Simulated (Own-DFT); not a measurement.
# What random displacements cost in 3C SiC, 64 atoms (C32Si32)

Calculated results; nothing here was measured. The program, named Own-DFT, is a retired in-house plane-wave density functional code that no person has reviewed. Each row is one single-point run on a periodic cell that was not relaxed, without spin or spin-orbit coupling.

Settings of every run: PBE; PseudoDojo norm-conserving scalar-relativistic files; cutoff 42 hartree; 4 x 4 x 4 k mesh centred on Gamma; Fermi-Dirac smearing of 0.1 eV.

Known limits, some of them of some rows only: some atoms lie very close together; forces on such cells passed a denser k mesh, each cell not checked; stress not checked against mesh or cutoff.

Cell vectors in Å: (8.719, 0.000, 0.000); (0.000, 8.719, 0.000); (0.000, 0.000, 8.719). In each run every atom was moved at random and independently from its ideal site; u is the rms move along one axis. E is the free energy for each atom above the fitted value at u = 0, and F the rms of the force components.

| run | u (Å) | E (meV/atom) | F (eV/Å) | largest force (eV/Å) | P (GPa) |
|---|---|---|---|---|---|
| 1 | 0.0305 | 35.4 | 0.924 | 3.11 | 3.90 |
| 2 | 0.0311 | 35.4 | 0.923 | 3.15 | 3.89 |
| 3 | 0.0325 | ? | ? | ? | ? |
| 4 | 0.0609 | 136.9 | 1.858 | 8.28 | 6.21 |
| 5 | 0.0616 | 134.2 | 1.757 | 8.40 | 6.12 |
| 6 | 0.0911 | 316.0 | 3.104 | 16.01 | 10.94 |
| 7 | 0.1017 | 384.3 | 3.192 | 13.83 | 12.06 |
| 8 | 0.1499 | 921.0 | 6.198 | 31.87 | 26.94 |

## Worked fit

For small independent moves the energy grows as E = (3/2) K u², with K the mean stiffness felt by one atom. The runs with u up to 0.11 Å give K = 24.7 ± 0.4 eV/Å², with residuals divided by u² + 0.0006 Å², since the noise grows with the moves. The scatter is 2.9 meV/atom at u = 0.05 Å. The forces follow F = G u with G = 30.8 eV/Å²; no force at u = 0 is resolved. G exceeds K because the moves of its neighbours add to the force on an atom, and stiffness differs between atoms. At u = 0.150 Å the parabola gives 831 meV/atom and the run 921. The pressure follows P = 2.96 + 905 u² GPa: at fixed volume, shortened bonds push harder than stretched ones pull.

## Withheld run

Question: what energy and rms force should run 3 give?

The fit gives 39 ± 2 meV/atom and about 1.00 eV/Å. The calculation gave 42.8 meV/atom and 1.044 eV/Å.
